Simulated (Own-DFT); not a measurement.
# One host, several defects: D0_22 TiAl3

Calculated, not measured: single-point runs of Own-DFT, a retired in-house plane-wave DFT program that no person has reviewed, on unrelaxed cells, without spin or spin-orbit coupling.

Common settings: PBE; PseudoDojo norm-conserving scalar-relativistic files; cutoff 42 hartree; 4 x 4 x 4 k mesh centred on Gamma; cold (Marzari-Vanderbilt) smearing of 0.2 eV.

Known weak points: forces on such cells failed a check on a denser k mesh; stress not checked against mesh or cutoff.

All runs share one cell, with vectors in Å (-2.365, -6.981, 4.326); (-7.667, 3.491, 1.442); (-2.950, -3.488, -7.241) and a volume of 625.4 Å³. Atoms were moved at random from their sites; u is the rms move along one axis. The defect's site can differ from row to row.

| cell | formula | u (Å) | P (GPa) |
|---|---|---|---|
| no defect | Al30Ti10 | 0.0210 | 1.99 |
| no defect | Al30Ti10 | 0.0462 | 2.53 |
| no defect | Al30Ti10 | 0.0482 | 2.53 |
| two Al on a Ti site each | Al32Ti8 | 0.0256 | 2.84 |
| two Al on a Ti site each | Al32Ti8 | 0.0431 | 3.26 |
| two Al on a Ti site each | Al32Ti8 | 0.0456 | 3.26 |
| two Ti on an Al site each | Al28Ti12 | 0.0335 | 3.36 |
| two Ti on an Al site each | Al28Ti12 | 0.0483 | 3.86 |
| two Ti on an Al site each | Al28Ti12 | 0.0547 | 4.00 |
| two Al vacancies | Al28Ti10 | 0.0317 | ? |
| two Al vacancies | Al28Ti10 | 0.0321 | 1.24 |
| two Al vacancies | Al28Ti10 | 0.0504 | 1.74 |
| two Al vacancies | Al28Ti10 | 0.0547 | 1.60 |

## Worked fit

P = P0 + c u² + a shift for each defect gives P0 = 1.87 GPa, c = 291 ± 34 GPa/Å² and a scatter of 0.09 GPa. The shifts, and each times the cell's volume:

- two Ti on an Al site each: 1.24 ± 0.08 GPa, 4.9 eV (2.4 eV for each of its 2 sites)
- two Al on a Ti site each: 0.80 ± 0.07 GPa, 3.1 eV (1.6 eV for each of its 2 sites)
- two Al vacancies: -0.98 ± 0.08 GPa, -3.8 eV (-1.9 eV for each of its 2 sites)

A positive shift means that the defect pushes the cell outwards. Shift times volume (160.2 GPa Å³ is 1 eV) depends little on the cell's size, so, taken for each site, it can be compared between cells at like pressure. The atoms around the defects weren't relaxed, which would change these numbers.

## Test on the hidden row

Asked: what pressure belongs in the blank (two Al vacancies, u = 0.0317 Å)?

The fitted form gives 1.18 ± 0.11 GPa. The run itself gave 1.31 GPa.
